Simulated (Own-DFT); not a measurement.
Simulation results for HfO$_{2}$ (monoclinic hafnia, atoms displaced)

Computed with Own-DFT development build. A calculation, not a measurement: plane-wave density functional theory by an unreviewed code, no spin, of a simulated periodic cell, stress positive in tension, run twice, with PBE and with PBEsol, both on files made for PBE, so the change isn't that of files made for PBEsol, hafnium file: forces about 75 meV/angstrom off all-electron values; oxygen file: force components 24 meV/angstrom off all-electron in one glass; forces on such cells passed a denser k mesh, this cell's mesh not checked; the far tail of each file's local potential was reset to the Coulomb form; each entry is a single point on an unrelaxed cell, so the pressure reflects the starting lattice, mostly measured values (interpolated for alloys), from which strain is counted, and rises with the displacements; printed positions are rounded, which can move forces by about a meV/angstrom; the program, named Own-DFT, is a retired in-house code; no spin-orbit coupling; stress was not checked against mesh or cutoff.

```yaml
- formula: HfO2
  kind: "monoclinic hafnia, atoms displaced"
  structure:
    cell_angstrom: [[10.234, 0.0, 0.0], [0.0, 10.35, 0.0], [-1.6955, 0.0, 10.4453]]
    atoms_fractional:
      - [Hf, 0.14368, 0.02196, 0.09908]
      - [Hf, 0.34571, 0.2496, 0.14332]
      - [Hf, 0.35652, 0.48204, 0.42164]
      - [Hf, 0.14034, 0.23135, 0.37079]
      - [O, 0.03422, 0.15287, 0.17491]
      - [O, 0.45054, 0.40393, 0.07804]
      - [O, 0.45769, 0.33521, 0.32742]
      - [O, 0.02602, 0.07606, 0.40587]
      - [O, 0.23238, 0.39398, 0.23847]
      - [O, 0.27231, 0.13619, 0.01771]
      - [O, 0.27833, 0.11579, 0.27107]
      - [O, 0.23802, 0.35411, 0.46989]
      - [Hf, 0.12713, 0.03221, 0.59605]
      - [Hf, 0.39307, 0.26647, 0.63924]
      - [Hf, 0.35408, 0.48552, 0.90847]
      - [Hf, 0.12659, 0.21671, 0.83839]
      - [O, 0.0468, 0.15647, 0.69129]
      - [O, 0.47844, 0.41427, 0.57724]
      - [O, 0.46572, 0.3411, 0.82752]
      - [O, 0.04544, 0.07957, 0.93101]
      - [O, 0.23207, 0.38954, 0.75089]
      - [O, 0.25352, 0.11409, 0.5047]
      - [O, 0.29355, 0.12197, 0.77417]
      - [O, 0.21603, 0.36396, 0.98237]
      - [Hf, 0.14471, 0.50922, 0.0942]
      - [Hf, 0.35921, 0.77116, 0.13752]
      - [Hf, 0.34405, 0.97013, 0.39846]
      - [Hf, 0.15423, 0.71489, 0.36472]
      - [O, 0.06689, 0.68761, 0.17469]
      - [O, 0.44803, 0.89925, 0.07989]
      - [O, 0.46454, 0.80867, 0.32681]
      - [O, 0.03186, 0.59226, 0.42551]
      - [O, 0.23569, 0.86387, 0.24783]
      - [O, 0.27788, 0.62622, 0.01696]
      - [O, 0.27508, 0.6059, 0.24953]
      - [O, 0.2368, 0.87355, 0.4839]
      - [Hf, 0.13684, 0.51406, 0.59742]
      - [Hf, 0.35652, 0.77798, 0.63121]
      - [Hf, 0.34821, 0.96692, 0.89981]
      - [Hf, 0.13067, 0.75272, 0.8577]
      - [O, 0.03563, 0.68775, 0.68344]
      - [O, 0.44383, 0.91079, 0.58613]
      - [O, 0.47305, 0.83425, 0.82234]
      - [O, 0.02807, 0.58934, 0.90975]
      - [O, 0.20315, 0.90443, 0.7447]
      - [O, 0.26805, 0.63209, 0.49926]
      - [O, 0.2758, 0.62663, 0.76711]
      - [O, 0.22847, 0.87969, 0.98907]
      - [Hf, 0.6365, 0.01462, 0.11173]
      - [Hf, 0.84585, 0.26762, 0.14678]
      - [Hf, 0.85936, 0.47503, 0.40563]
      - [Hf, 0.65686, 0.23214, 0.35836]
      - [O, 0.54867, 0.17111, 0.17635]
      - [O, 0.96656, 0.43707, 0.05946]
      - [O, 0.98516, 0.35227, 0.3257]
      - [O, 0.53906, 0.07878, 0.39737]
      - [O, 0.7122, 0.38137, 0.24736]
      - [O, 0.77561, 0.11956, 0.01483]
      - [O, 0.80556, 0.11362, 0.25714]
      - [O, 0.7278, 0.36176, 0.49026]
      - [Hf, 0.626, 0.00907, 0.61649]
      - [Hf, 0.87787, 0.26992, 0.6457]
      - [Hf, 0.86421, 0.47817, 0.9038]
      - [Hf, 0.61046, 0.23533, 0.85156]
      - [O, 0.54489, 0.15787, 0.67081]
      - [O, 0.98447, 0.40536, 0.56786]
      - [O, 0.96569, 0.33014, 0.82318]
      - [O, 0.53783, 0.07833, 0.93889]
      - [O, 0.73128, 0.37199, 0.75466]
      - [O, 0.75906, 0.13392, 0.49478]
      - [O, 0.76119, 0.10157, 0.77749]
      - [O, 0.74147, 0.3545, 0.00349]
      - [Hf, 0.63454, 0.53932, 0.11118]
      - [Hf, 0.86209, 0.7715, 0.14352]
      - [Hf, 0.86043, 0.99079, 0.41451]
      - [Hf, 0.62246, 0.72592, 0.32877]
      - [O, 0.54679, 0.67066, 0.16546]
      - [O, 0.9827, 0.91478, 0.0787]
      - [O, 0.98281, 0.83406, 0.33568]
      - [O, 0.53234, 0.56811, 0.42227]
      - [O, 0.73363, 0.86465, 0.24961]
      - [O, 0.77554, 0.63587, 0.01849]
      - [O, 0.77777, 0.61752, 0.2373]
      - [O, 0.72805, 0.86487, 0.47081]
      - [Hf, 0.64098, 0.51362, 0.61316]
      - [Hf, 0.85765, 0.778, 0.63891]
      - [Hf, 0.86193, 0.98863, 0.91117]
      - [Hf, 0.65277, 0.70059, 0.85793]
      - [O, 0.53024, 0.66217, 0.67645]
      - [O, 0.9647, 0.89323, 0.59969]
      - [O, 0.96143, 0.8375, 0.84294]
      - [O, 0.54661, 0.57513, 0.91145]
      - [O, 0.73904, 0.87713, 0.76504]
      - [O, 0.77907, 0.64582, 0.52167]
      - [O, 0.77028, 0.61895, 0.75004]
      - [O, 0.73195, 0.85904, 0.00022]
  settings:
    functional: "PBE, then PBEsol"
    potential_files: "PseudoDojo norm-conserving, scalar-relativistic, standard set"
    "wave_cutoff [hartree]": 72.0
    occupations: Fermi-Dirac
    "smearing_width [eV]": 0.1
    k_mesh: "2 x 2 x 2 centred on Gamma"
  results:
    "PBE_pressure [GPa]": 15.12
    "PBE_stress_xx [GPa]": -14.78
    "PBE_stress_yy [GPa]": -16.66
    "PBE_stress_zz [GPa]": -13.91
    "PBE_stress_yz [GPa]": 1.5
    "PBE_stress_xz [GPa]": -1.67
    "PBE_stress_xy [GPa]": -4.63
    "PBEsol_pressure [GPa]": 8.61
    "PBEsol_stress_xx [GPa]": -8.3
    "PBEsol_stress_yy [GPa]": -10.16
    "PBEsol_stress_zz [GPa]": -7.36
    "PBEsol_stress_yz [GPa]": 1.41
    "PBEsol_stress_xz [GPa]": -1.29
    "PBEsol_stress_xy [GPa]": -4.5
    force_element: [Hf, Hf, Hf, Hf, O, O, O, O, O, O, O, O, Hf, Hf, Hf, Hf, O, O, O, O, O, O, O, O, Hf, Hf, Hf, Hf, O, O, O, O, O, O, O, O, Hf, Hf, Hf, Hf, O, O, O, O, O, O, O, O, Hf, Hf, Hf, Hf, O, O, O, O, O, O, O, O, Hf, Hf, Hf, Hf, O, O, O, O, O, O, O, O, Hf, Hf, Hf, Hf, O, O, O, O, O, O, O, O, Hf, Hf, Hf, Hf, O, O, O, O, O, O, O, O]
    "PBE_force_x [eV/angstrom]": [-2.514, 3.624, 5.023, -1.609, -0.096, 1.574, 0.918, 1.37, -1.154, 0.2, -0.678, -0.645, 0.988, -5.552, -0.272, 5.754, -4.822, -1.459, -1.374, -0.802, -0.4, 2.898, -0.119, -0.259, -0.314, -4.934, 5.705, -4.042, -2.229, 5.508, -2.815, -1.396, 0.348, 0.706, 1.398, -5.154, 0.874, -2.439, 5.731, -1.629, 1.514, 6.509, -1.877, 0.512, 1.034, 1.993, -0.069, -2.305, 0.395, 3.819, 0.887, -6.584, 0.037, -0.865, -2.415, -1.491, 1.896, -0.637, -2.465, 1.392, 3.25, -3.641, 0.52, 5.939, -1.559, -2.333, -0.101, -0.952, -0.432, 2.814, 0.371, -2.349, 2.194, 4.468, -0.529, 4.22, -4.799, -1.367, -1.228, 1.983, -0.624, 0.54, 0.609, -1.714, 1.481, -5.013, 0.072, -0.627, 0.084, 6.42, 0.368, -2.725, -1.879, -0.702, 0.855, -0.801]
    "PBE_force_y [eV/angstrom]": [-0.895, 6.549, 0.522, -2.658, 2.163, 1.507, -0.891, 1.345, -3.495, -3.654, 0.152, 1.847, -5.648, 0.307, -0.409, 4.317, -1.067, -1.76, 0.564, 0.837, -1.151, 1.727, 1.318, 0.274, 2.595, -5.115, 2.748, 4.169, -1.664, 5.281, 2.663, -2.338, 2.059, 0.607, 1.061, -2.683, 4.425, -6.728, 2.374, -3.914, -3.135, 6.561, 0.752, 0.021, -1.244, -1.998, 0.608, -1.641, 0.331, -0.9, 2.668, -0.403, -0.974, -3.051, -0.028, -1.576, 0.366, 0.705, 0.404, 2.286, -3.282, 0.6, 1.173, -3.177, 1.816, -2.171, -0.293, 0.361, -0.409, -1.616, 2.919, 1.391, -8.089, 1.225, -4.994, -0.072, 2.614, -0.479, 0.539, 1.28, 1.813, -2.768, -1.015, 1.343, 3.733, -4.688, -3.104, 7.577, -0.842, 9.902, 0.18, -2.92, -0.228, -5.17, -1.632, 1.394]
    "PBE_force_z [eV/angstrom]": [4.062, 4.84, -9.328, -8.575, 0.037, -0.582, 1.572, 3.256, 0.108, -3.452, -0.379, 6.749, 1.122, 0.55, -1.247, 10.31, -7.775, 1.843, -2.008, -2.068, -2.876, 1.611, -1.789, 0.062, 2.155, 3.843, -4.848, -8.086, -1.484, -1.184, 0.763, 1.3, -0.789, -1.581, 2.828, 2.368, 4.008, 7.177, -2.838, -1.159, -2.057, -1.761, 0.385, 0.135, -0.972, 4.703, -1.103, 1.315, -0.316, 0.951, -3.076, -4.461, -0.815, 3.903, 0.057, 2.629, -0.032, 1.461, 0.787, 2.97, -1.314, 1.355, -1.943, 5.061, 0.057, 0.745, -1.334, -1.107, -2.095, 5.239, -3.239, -2.327, -3.162, 2.658, -4.179, 7.382, -2.428, 0.238, 0.481, 0.51, -1.611, -1.839, 3.445, 3.076, -1.286, 4.948, 0.203, -1.83, -1.619, -4.21, -0.13, 2.394, -3.524, -3.18, 1.438, -0.098]
    "PBEsol_force_x [eV/angstrom]": [-2.507, 3.532, 4.945, -1.561, -0.075, 1.478, 0.877, 1.345, -1.06, 0.121, -0.709, -0.588, 0.999, -5.383, -0.317, 5.624, -4.705, -1.445, -1.319, -0.755, -0.355, 2.753, -0.204, -0.184, -0.266, -4.868, 5.511, -3.96, -2.15, 5.352, -2.73, -1.313, 0.413, 0.654, 1.263, -4.953, 0.839, -2.376, 5.581, -1.639, 1.458, 6.359, -1.891, 0.48, 1.03, 1.903, -0.12, -2.2, 0.417, 3.673, 0.907, -6.432, 0.053, -0.825, -2.383, -1.421, 1.912, -0.666, -2.45, 1.435, 3.179, -3.524, 0.552, 5.826, -1.538, -2.306, -0.093, -0.898, -0.378, 2.719, 0.285, -2.208, 2.229, 4.298, -0.554, 4.114, -4.676, -1.333, -1.186, 1.91, -0.572, 0.441, 0.498, -1.577, 1.431, -4.916, 0.039, -0.588, 0.117, 6.288, 0.398, -2.641, -1.758, -0.717, 0.724, -0.685]
    "PBEsol_force_y [eV/angstrom]": [-0.826, 6.477, 0.469, -2.656, 2.082, 1.484, -0.873, 1.313, -3.396, -3.596, 0.15, 1.817, -5.49, 0.365, -0.45, 4.181, -1.021, -1.716, 0.496, 0.798, -1.093, 1.651, 1.263, 0.317, 2.565, -4.963, 2.665, 4.07, -1.621, 5.154, 2.571, -2.326, 1.989, 0.559, 1.04, -2.648, 4.373, -6.568, 2.296, -3.851, -2.991, 6.423, 0.735, 0.001, -1.213, -1.968, 0.573, -1.588, 0.426, -0.908, 2.524, -0.434, -0.98, -2.932, -0.064, -1.496, 0.315, 0.662, 0.425, 2.227, -3.136, 0.688, 1.102, -3.158, 1.802, -2.091, -0.33, 0.354, -0.386, -1.589, 2.802, 1.334, -7.83, 1.235, -4.887, -0.055, 2.577, -0.433, 0.491, 1.221, 1.726, -2.692, -0.969, 1.313, 3.721, -4.593, -3.096, 7.367, -0.835, 9.696, 0.174, -2.826, -0.206, -5.045, -1.589, 1.356]
    "PBEsol_force_z [eV/angstrom]": [3.918, 4.751, -9.15, -8.424, 0.065, -0.626, 1.51, 3.25, 0.102, -3.357, -0.372, 6.574, 1.114, 0.589, -1.214, 10.11, -7.59, 1.765, -2.031, -1.97, -2.772, 1.524, -1.719, 0.084, 2.1, 3.798, -4.749, -7.956, -1.362, -1.211, 0.647, 1.328, -0.744, -1.526, 2.771, 2.301, 3.877, 7.034, -2.78, -1.191, -1.949, -1.766, 0.328, 0.181, -0.918, 4.563, -1.065, 1.271, -0.374, 0.937, -2.985, -4.366, -0.745, 3.714, 0.094, 2.609, -0.006, 1.455, 0.774, 2.873, -1.256, 1.367, -1.859, 4.92, 0.121, 0.69, -1.388, -1.023, -2.045, 5.048, -3.142, -2.261, -3.097, 2.591, -4.118, 7.171, -2.302, 0.178, 0.424, 0.568, -1.583, -1.789, 3.282, 3.007, -1.264, 4.873, 0.2, -1.819, -1.525, -4.149, -0.163, 2.4, -3.439, -3.065, 1.422, -0.071]
    "rms_change_of_force_components_from_PBE_to_PBEsol [eV/angstrom]": 0.085
```
